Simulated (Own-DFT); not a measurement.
# Bulk modulus against bond length in tetrahedral crystals

Everything here is calculated. The program is Own-DFT (plane waves, in-house, since retired, never reviewed by a person); positions were held fixed, and spin and spin-orbit coupling were off.

Keep in mind (not all hold for every row): forces not confirmed at this smearing and k mesh; k mesh not checked against a denser one; forces on such cells passed a denser k mesh, each cell not checked; stress not checked against mesh or cutoff.

All runs are PBE with PseudoDojo norm-conserving files; cutoff and k mesh are each material's own. Every cell starts from measured lattice constants and was given uniform random strains and small random moves of its atoms. Each triple is the change of volume in per cent, the rms move u in Å and the pressure in GPa.

- 3C SiC (C48Si48), 10.36 Å³/atom unstrained: (-2.49, 0.050, 11.51); (-1.23, 0.051, 9.00); (-0.49, 0.047, 6.80); (1.15, 0.049, 2.57); (1.98, 0.051, 1.33); (2.09, 0.049, 0.79); (3.38, 0.050, -1.21)
- wurtzite AlN (Al36N36), 10.45 Å³/atom unstrained: (-3.33, 0.050, 14.22); (-3.00, 0.042, 12.36); (-1.20, 0.049, 8.17); (0.18, 0.048, 5.63); (0.79, 0.049, 4.34); (0.94, 0.051, 3.97); (2.05, 0.047, 1.23)
- wurtzite GaN (Ga36N36), 11.42 Å³/atom unstrained: (-1.98, 0.053, 11.48); (-1.79, 0.050, 10.70); (-1.65, 0.051, 10.61); (-1.38, 0.048, 10.17); (1.39, 0.047, 4.24); (1.50, 0.047, 3.63); (3.21, 0.053, 1.66)
- diamond silicon (Si64), 20.02 Å³/atom unstrained: (-2.95, 0.047, 5.65); (-0.67, 0.051, 3.32); (-0.58, 0.048, 3.21); (-0.31, 0.050, 3.02); (2.01, 0.049, 0.81); (2.79, 0.049, 0.09); (3.51, 0.047, -0.58)
- zincblende GaP (Ga32P32), 20.24 Å³/atom unstrained: withheld
- zincblende InP (In48P48), 25.27 Å³/atom unstrained: (-3.03, 0.051, 6.09); (-1.29, 0.054, 4.79); (-0.44, 0.048, 4.10); (0.14, 0.049, 3.48); (0.50, 0.051, 3.67); (2.25, 0.052, 2.15); (2.63, 0.050, 1.89)

## Fit

Fit a line to each set against the fractional change of volume; B is minus its slope, and u is nearly the same within a set. To take it to zero pressure, assume that B rises by 4 GPa for each GPa: B0 = B - 4 x (mean pressure). The bond length of an ideal tetrahedral crystal with the unstrained volume v is d = (√3/4)(8 v)^(1/3). Cohen's empirical rule reads B0 = (1971 - 220 L) d^(-3.5) GPa, with L = 0 for group IV crystals and SiC and 1 for III-V compounds.

```
material,L,d (Å),B (GPa),mean P (GPa),B0 (GPa),rule (GPa)
3C SiC (C48Si48),0,1.888,226 ± 9,4.4,208 ± 9,213
wurtzite AlN (Al36N36),1,1.893,228 ± 9,7.1,200 ± 9,188
wurtzite GaN (Ga36N36),1,1.950,197 ± 10,7.5,167 ± 10,169
diamond silicon (Si64),0,2.352,96 ± 1,2.2,87 ± 1,99
zincblende GaP (Ga32P32),1,2.360,?,?,?,87
zincblende InP (In48P48),1,2.541,74 ± 3,3.7,59 ± 3,67
```

A line through ln[B0/(1971 - 220 L)] against ln d has a slope of -4.0 ± 0.1 and a scatter of 4 %. Against the rule, B0 stands at 98 % for 3C SiC, 106 % for wurtzite AlN, 99 % for wurtzite GaN, 88 % for diamond silicon, 88 % for zincblende InP. PBE tends to make silicon and heavier crystals too soft, and the rule itself is only a guide.

## Test on the hidden row

Q: what B0 does the fitted trend give for zincblende GaP (Ga32P32)?

The straight line predicts 78 GPa. Its own runs give B = 88 ± 5 GPa at a mean pressure of 3.4 GPa, so B0 = 74 GPa.
